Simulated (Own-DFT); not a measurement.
# Response to strain: wurtzite AlN, 72 atoms (Al36N36)

All numbers below are calculated, not measured. The program, named Own-DFT, is a retired in-house plane-wave density functional code that no person has reviewed. Each row is one single-point run on a periodic cell that was not relaxed, without spin or spin-orbit coupling.

Settings of every run: PBE; PseudoDojo norm-conserving scalar-relativistic files; cutoff 42 hartree; 4 x 4 x 3 k mesh centred on Gamma; Gaussian smearing of 0.01 eV.

Known limits: k mesh not checked against a denser one; stress not checked against mesh or cutoff.

Unstrained cell vectors in Å: (9.336, 0.000, 0.000); (-4.668, 8.085, 0.000); (0.000, 0.000, 9.964). The unstrained cell has measured lattice constants (interpolated for alloys), not those of this functional. That, the random moves and any unrelaxed bonds set the pressure at no strain. Each run strains this cell uniformly, with the atoms carried along. Every atom was also moved at random, by a Gaussian of width 0.05 Å on each axis. Strain is the symmetric tensor, in per cent. Stress is positive in tension, and the pressure is minus a third of its trace.

```
run  e_xx (%)  e_yy (%)  e_zz (%)  s_xx (GPa)  s_yy (GPa)  s_zz (GPa)  P (GPa)  E (meV/atom)
  1     -0.75     -0.75      0.00       -9.16      -13.00       -6.38     9.51          36.2
  2      1.75      1.75      0.00        4.77        1.64       -1.91    -1.50           0.0
  3     -1.25     -1.25      0.00      -15.61      -12.48       -6.85    11.64          32.5
  4     -2.50     -2.50      0.00      -22.45      -20.77      -10.94    18.05          62.3
  5      2.75      2.75      0.00        8.29        7.80       -2.08    -4.67          13.6
  6      2.00      2.00      0.00        4.09        5.26       -2.71    -2.21          13.1
  7      2.25      2.25      0.00        6.16        5.06       -2.06    -3.05          16.2
  8     -2.00     -2.00      0.00      -20.27      -16.93       -7.33    14.85          25.8
  9     -1.00     -1.00      0.00           ?           ?           ?        ?             ?
```

E is the free energy for each atom above the lowest run shown.

## Worked fit

The change of volume is close to e_xx + e_yy + e_zz. A straight line through the runs shown gives P = 6.62 - 215 x (fractional change of volume) GPa, with an error of 5 on the slope and a scatter of 0.54 GPa. The strain isn't the same on all axes and the cell isn't cubic, so the slope belongs to this path and is not the bulk modulus.

## Withheld run

Question: what pressure should run 9 give? Its volume changes by -1.99 %.

The line gives 10.9 GPa. The calculation gave 10.23 GPa.
